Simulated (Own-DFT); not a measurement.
# What random displacements cost in grey tin, 64 atoms (Sn64)

These are calculations, not measurements. They come from Own-DFT, an in-house plane-wave density functional program, since retired, whose code no person has reviewed. Each row is one single-point run on a periodic cell that was not relaxed, without spin or spin-orbit coupling.

Settings of every run: PBE; PseudoDojo norm-conserving scalar-relativistic files; cutoff 42 hartree; 3 x 3 x 3 k mesh centred on Gamma; cold (Marzari-Vanderbilt) smearing of 0.2 eV.

Known limits: forces on such cells moved up to 12 meV/angstrom on a denser k mesh; stress not checked against mesh or cutoff.

Cell vectors in Å: (12.978, 0.000, 0.000); (0.000, 12.978, 0.000); (0.000, 0.000, 12.978). In each run every atom was moved at random and independently from its ideal site; u is the rms move along one axis. E is the free energy for each atom above the fitted value at u = 0, and F the rms of the force components.

```
run,u (Å),E (meV/atom),F (eV/Å),largest force (eV/Å),P (GPa)
1,0.0181,4.2,0.203,0.61,3.37
2,0.0196,4.7,0.214,0.67,3.38
3,0.0204,5.6,0.233,0.83,3.39
4,0.0456,26.0,0.494,2.32,3.58
5,0.0491,?,?,?,?
6,0.0573,37.7,0.576,2.26,3.67
7,0.0976,128.0,1.149,3.83,4.55
8,0.0995,115.8,1.094,3.55,4.41
9,0.1004,141.5,1.165,4.01,4.68
10,0.1510,305.0,1.991,8.28,6.21
```

## Worked fit

For small independent moves the energy grows as E = (3/2) K u², with K the mean stiffness felt by one atom. The runs with u up to 0.11 Å give K = 8.5 ± 0.3 eV/Å², with residuals divided by u² + 0.0006 Å², since the noise grows with the moves. The scatter is 2.6 meV/atom at u = 0.05 Å. The forces follow F = G u with G = 11.1 eV/Å²; no force at u = 0 is resolved. G exceeds K because the moves of its neighbours add to the force on an atom, and stiffness differs between atoms. At u = 0.151 Å the parabola gives 290 meV/atom and the run 305. The pressure follows P = 3.32 + 124 u² GPa: at fixed volume, shortened bonds push harder than stretched ones pull.

## Withheld run

Question: what energy and rms force should run 5 give?

The fit gives 31 ± 3 meV/atom and about 0.55 eV/Å. The calculation gave 29.6 meV/atom and 0.527 eV/Å.
